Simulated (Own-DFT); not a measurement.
## Calculated data, AlN (wurtzite, atoms displaced)

Computed with Own-DFT development build. A calculation, not a measurement: plane-wave PBE density functional theory by an unreviewed code, no spin, of a simulated periodic cell, stress positive in tension, free energy of the whole cell less one offset for each atom, forces on such cells passed a denser k mesh, this cell's mesh not checked; offsets are fitted by least squares, one for each functional and potential file, so energies compare only between cells with the same atoms and settings and are not formation energies; the far tail of each file's local potential was reset to the Coulomb form; each entry is a single point on an unrelaxed cell, so the pressure reflects the starting lattice, mostly measured values (interpolated for alloys), from which strain is counted, and rises with the displacements; printed positions are rounded, which can move forces by about a meV/angstrom; the program, named Own-DFT, is a retired in-house code; no spin-orbit coupling.

## AlN (wurtzite, atoms displaced)

```cif
# cell vector a (Å): 12.4480 0.0000 0.0000
# cell vector b (Å): -6.2240 10.7803 0.0000
# cell vector c (Å): 0.0000 0.0000 9.9640
data_AlN
_symmetry_space_group_name_H-M 'P 1'
_symmetry_Int_Tables_number 1
_cell_length_a 12.4480
_cell_length_b 12.4480
_cell_length_c 9.9640
_cell_angle_alpha 90.000
_cell_angle_beta 90.000
_cell_angle_gamma 120.000
_cell_volume 1337.10
loop_
_atom_site_label
_atom_site_type_symbol
_atom_site_fract_x
_atom_site_fract_y
_atom_site_fract_z
_atom_site_occupancy
Al1 Al 0.08937 0.15590 0.98565 1
Al2 Al 0.19163 0.09711 0.24146 1
N1 N 0.07401 0.17302 0.19957 1
N2 N 0.17305 0.09109 0.42642 1
Al3 Al 0.07404 0.17997 0.51187 1
Al4 Al 0.15545 0.06272 0.75521 1
N3 N 0.07656 0.17423 0.69041 1
N4 N 0.16937 0.08201 0.93780 1
Al5 Al 0.08316 0.42415 0.00644 1
Al6 Al 0.16227 0.31855 0.25295 1
N5 N 0.08159 0.41126 0.19752 1
N6 N 0.16431 0.33139 0.44097 1
Al7 Al 0.07647 0.40872 0.51300 1
Al8 Al 0.17953 0.33932 0.76192 1
N7 N 0.08060 0.40756 0.68560 1
N8 N 0.15509 0.32754 0.94930 1
Al9 Al 0.08197 0.66378 0.00105 1
Al10 Al 0.16892 0.58637 0.25773 1
N9 N 0.07147 0.66026 0.19190 1
N10 N 0.15577 0.58472 0.44892 1
Al11 Al 0.07794 0.66409 0.49346 1
Al12 Al 0.16389 0.57990 0.74601 1
N11 N 0.08673 0.67460 0.69869 1
N12 N 0.16239 0.57813 0.94310 1
Al13 Al 0.07486 0.91083 0.98312 1
Al14 Al 0.14376 0.82184 0.24650 1
N13 N 0.09546 0.92788 0.21341 1
N14 N 0.15874 0.82853 0.43685 1
Al15 Al 0.09134 0.92674 0.50277 1
Al16 Al 0.16127 0.82197 0.73504 1
N15 N 0.06911 0.91264 0.68039 1
N16 N 0.15162 0.83205 0.94044 1
Al17 Al 0.32942 0.17332 0.00278 1
Al18 Al 0.41401 0.08545 0.23094 1
N17 N 0.34435 0.16603 0.19789 1
N18 N 0.42010 0.09259 0.45478 1
Al19 Al 0.32713 0.16827 0.50491 1
Al20 Al 0.41416 0.06586 0.75148 1
N19 N 0.34204 0.17136 0.70878 1
N20 N 0.41454 0.08725 0.95180 1
Al21 Al 0.31150 0.41858 0.00484 1
Al22 Al 0.42071 0.33695 0.23088 1
N21 N 0.31876 0.40390 0.20791 1
N22 N 0.42158 0.31936 0.44418 1
Al23 Al 0.30998 0.40748 0.49665 1
Al24 Al 0.42077 0.33432 0.75266 1
N23 N 0.32709 0.40481 0.70682 1
N24 N 0.42500 0.32121 0.93009 1
Al25 Al 0.32222 0.66421 0.98302 1
Al26 Al 0.41132 0.58094 0.25803 1
N25 N 0.32129 0.65241 0.21433 1
N26 N 0.42528 0.59584 0.44683 1
Al27 Al 0.33830 0.66351 0.50620 1
Al28 Al 0.42065 0.57124 0.76283 1
N27 N 0.32042 0.65804 0.67882 1
N28 N 0.41294 0.58539 0.94019 1
Al29 Al 0.33596 0.90774 0.99833 1
Al30 Al 0.40469 0.83215 0.24836 1
N29 N 0.34600 0.93573 0.18346 1
N30 N 0.40913 0.83095 0.44597 1
Al31 Al 0.32564 0.91795 0.50663 1
Al32 Al 0.40944 0.83474 0.74488 1
N31 N 0.32890 0.90497 0.69062 1
N32 N 0.40104 0.81118 0.94875 1
Al33 Al 0.58220 0.17181 0.98778 1
Al34 Al 0.66917 0.08660 0.25008 1
N33 N 0.58070 0.16811 0.18709 1
N34 N 0.64357 0.07238 0.43922 1
Al35 Al 0.59360 0.16280 0.51196 1
Al36 Al 0.67034 0.08529 0.74848 1
N35 N 0.56322 0.15318 0.69926 1
N36 N 0.66575 0.07910 0.93332 1
Al37 Al 0.58766 0.42242 0.00515 1
Al38 Al 0.67334 0.33747 0.25856 1
N37 N 0.59551 0.40828 0.18944 1
N38 N 0.67120 0.34039 0.45169 1
Al39 Al 0.58168 0.41734 0.49769 1
Al40 Al 0.68204 0.33157 0.76393 1
N39 N 0.58092 0.40182 0.68080 1
N40 N 0.66052 0.32457 0.95042 1
Al41 Al 0.57744 0.65100 0.99245 1
Al42 Al 0.67871 0.59324 0.25261 1
N41 N 0.59357 0.66687 0.19331 1
N42 N 0.66483 0.59077 0.43935 1
Al43 Al 0.58434 0.66249 0.50330 1
Al44 Al 0.68081 0.60478 0.74759 1
N43 N 0.59375 0.67595 0.69708 1
N44 N 0.67468 0.59498 0.95100 1
Al45 Al 0.56933 0.91913 0.01606 1
Al46 Al 0.66391 0.82720 0.25654 1
N45 N 0.56345 0.91699 0.18650 1
N46 N 0.66029 0.83341 0.44587 1
Al47 Al 0.57192 0.91037 0.49189 1
Al48 Al 0.64827 0.81923 0.73529 1
N47 N 0.58851 0.92022 0.67838 1
N48 N 0.67425 0.83895 0.92503 1
Al49 Al 0.82876 0.16604 0.00182 1
Al50 Al 0.91477 0.09478 0.24429 1
N49 N 0.83423 0.14911 0.16984 1
N50 N 0.91743 0.08294 0.43429 1
Al51 Al 0.81779 0.16412 0.51030 1
Al52 Al 0.90806 0.07610 0.74177 1
N51 N 0.83716 0.17537 0.67962 1
N52 N 0.92240 0.09589 0.92840 1
Al53 Al 0.82773 0.40795 0.00011 1
Al54 Al 0.91465 0.33494 0.25472 1
N53 N 0.82981 0.42683 0.18761 1
N54 N 0.91068 0.33262 0.44371 1
Al55 Al 0.82805 0.40482 0.48923 1
Al56 Al 0.92650 0.34329 0.76771 1
N55 N 0.84096 0.42155 0.68497 1
N56 N 0.91922 0.34131 0.96223 1
Al57 Al 0.81402 0.66165 0.00379 1
Al58 Al 0.91897 0.58730 0.23848 1
N57 N 0.82364 0.66293 0.19477 1
N58 N 0.91842 0.59308 0.42372 1
Al59 Al 0.84071 0.65278 0.48903 1
Al60 Al 0.92358 0.58221 0.74987 1
N59 N 0.83896 0.66132 0.69788 1
N60 N 0.92210 0.57702 0.93579 1
Al61 Al 0.81551 0.89792 0.99934 1
Al62 Al 0.91859 0.83246 0.26106 1
N61 N 0.84456 0.92900 0.18671 1
N62 N 0.90739 0.82351 0.44427 1
Al63 Al 0.83614 0.92101 0.49768 1
Al64 Al 0.91696 0.83167 0.73604 1
N63 N 0.82311 0.90080 0.68642 1
N64 N 0.92293 0.83772 0.94648 1
```

Here we set functional PBE, potential files PseudoDojo norm-conserving, scalar-relativistic, standard set, wave cutoff 42 hartree, occupations Fermi-Dirac, smearing width 0.1 eV and k mesh 2 x 2 x 2 centred on Gamma.

Results for AlN (wurtzite, atoms displaced): free energy of cell above offsets -26.467 eV; pressure 11.49 GPa; stress xx -14.83 GPa; stress yy -11.1 GPa; stress zz -8.53 GPa; stress yz -0.66 GPa; stress xz 0.49 GPa; stress xy -0.91 GPa.

Force:
```
element  x (eV/Å)  y (eV/Å)  z (eV/Å)
     Al    -5.597     1.387     2.366
     Al    -5.275    -2.529     2.325
      N     3.798    -3.431     -3.45
      N     -1.39    -0.257     2.853
     Al     2.053    -3.098    -2.034
     Al     0.858     4.739     -1.64
      N     1.674    -1.086     1.574
      N     0.784    -1.467      0.43
     Al     0.386    -2.586     1.988
     Al    -2.806     3.089     1.098
      N    -0.342     1.167     0.134
      N    -3.887    -0.066    -0.516
     Al    -0.662     1.535    -3.983
     Al     -4.58    -3.264     0.157
      N     0.519     1.489     4.142
      N     0.371     0.884    -0.965
     Al    -1.266      0.67     -0.41
     Al    -3.105    -2.877     1.176
      N      3.76     1.482    -1.512
      N     2.794    -2.032    -0.329
     Al    -0.683     1.044     1.064
     Al    -0.661    -0.285    -0.432
      N     0.534    -6.178    -2.727
      N    -0.538      0.79    -1.556
     Al      1.67     2.487     3.887
     Al      3.13      1.79     0.824
      N    -2.628    -0.704    -3.021
      N     0.552     0.599     1.298
     Al    -1.298    -0.275    -3.847
     Al    -1.201     5.486     3.096
      N     3.664     0.291     1.079
      N      4.46    -1.374    -1.265
     Al      2.53    -2.172    -0.618
     Al     4.602     0.766     4.078
      N    -3.285     4.605    -3.913
      N     0.346    -1.939    -0.797
     Al     1.801    -1.251     1.349
     Al    -4.394     1.896     1.691
      N    -2.019    -3.659    -1.714
      N      0.59    -2.422    -1.573
     Al     2.879    -0.096     1.135
     Al     1.712    -0.554     3.189
      N     2.519     2.905    -2.634
      N    -2.984     3.926     -2.01
     Al      6.86     2.495     1.642
     Al     1.596    -1.027    -1.643
      N     2.193     3.233    -2.476
      N    -1.643     3.831     3.555
     Al     1.645    -4.732      3.32
     Al     1.655    -0.121     0.095
      N     1.753     3.157    -3.316
      N     0.015    -3.447    -0.275
     Al    -2.872       1.3    -2.646
     Al    -1.212     0.981    -3.324
      N     2.227     0.713     4.583
      N     0.105    -1.281     1.585
     Al    -3.472     2.294     0.614
     Al    -0.408    -0.124     1.612
      N    -0.816    -6.812    -0.458
      N    -0.808    -0.543    -0.729
     Al     1.058     0.888    -2.885
     Al     4.016    -2.394     0.198
      N    -2.695     1.032     0.375
      N     0.704     6.903    -2.781
     Al     0.186    -4.137     2.489
     Al    -1.521    -0.616    -1.068
      N     2.173     0.945     0.146
      N     4.923     0.607    -1.371
     Al    -6.545     1.944     0.244
     Al    -0.558    -0.924    -0.262
      N     6.222     2.991    -0.546
      N    -1.074     0.461     0.991
     Al     0.482    -1.595    -0.837
     Al     0.253     -2.48     0.153
      N    -4.372     3.022    -0.341
      N    -0.023    -1.982    -1.618
     Al    -0.066    -0.063     0.341
     Al    -3.403    -0.136      -2.4
      N     0.374     2.693     2.672
      N     1.037     4.639    -2.119
     Al    -2.326     4.323     2.218
     Al    -3.263    -3.696     1.678
      N    -2.944    -1.038    -1.397
      N     2.546     -1.93     0.281
     Al    -0.552     1.788     0.098
     Al     1.254    -3.694      0.26
      N     -1.55    -8.001    -1.997
      N    -4.274    -5.679     -4.38
     Al     2.478    -0.496    -4.654
     Al     0.148     1.894    -0.824
      N     2.957    -0.236     3.509
      N      0.92     -0.27    -0.725
     Al     0.242    -0.062     0.518
     Al      0.87     8.526     2.829
      N    -1.986    -0.741     1.419
      N    -4.443    -3.113     0.498
     Al     1.482    -0.404    -3.824
     Al     4.668    -3.899      2.28
      N    -6.562     3.514     3.795
      N    -2.053     1.018     1.247
     Al     1.441    -0.774     -4.33
     Al     0.121     0.185     1.022
      N    -0.758    -0.272     4.363
      N    -0.004    -1.633     0.414
     Al     -1.42     2.485     1.163
     Al     0.408     0.134     -1.59
      N     2.069    -2.068     0.661
      N     1.956    -1.901    -1.183
     Al    -0.592     3.765     2.116
     Al    -0.496    -1.499    -1.335
      N     0.766    -1.153     0.709
      N     0.682    -1.979    -2.692
     Al     9.102     4.499     1.835
     Al    -2.838    -1.316     0.852
      N     4.352     2.776    -2.025
      N     4.831    -4.206    -0.339
     Al     -6.82      3.74     3.381
     Al    -1.055     0.118     0.758
      N    -0.012     0.708    -1.589
      N    -2.073    -0.449     1.192
     Al     3.129     4.057      0.92
     Al    -0.483       1.9    -1.463
      N    -1.202    -2.765     0.778
      N     0.829      0.92     0.694
     Al    -0.299    -1.464    -0.298
     Al    -2.096    -1.716     1.823
      N    -0.416     1.948    -0.287
      N    -4.104    -2.983    -1.882
```
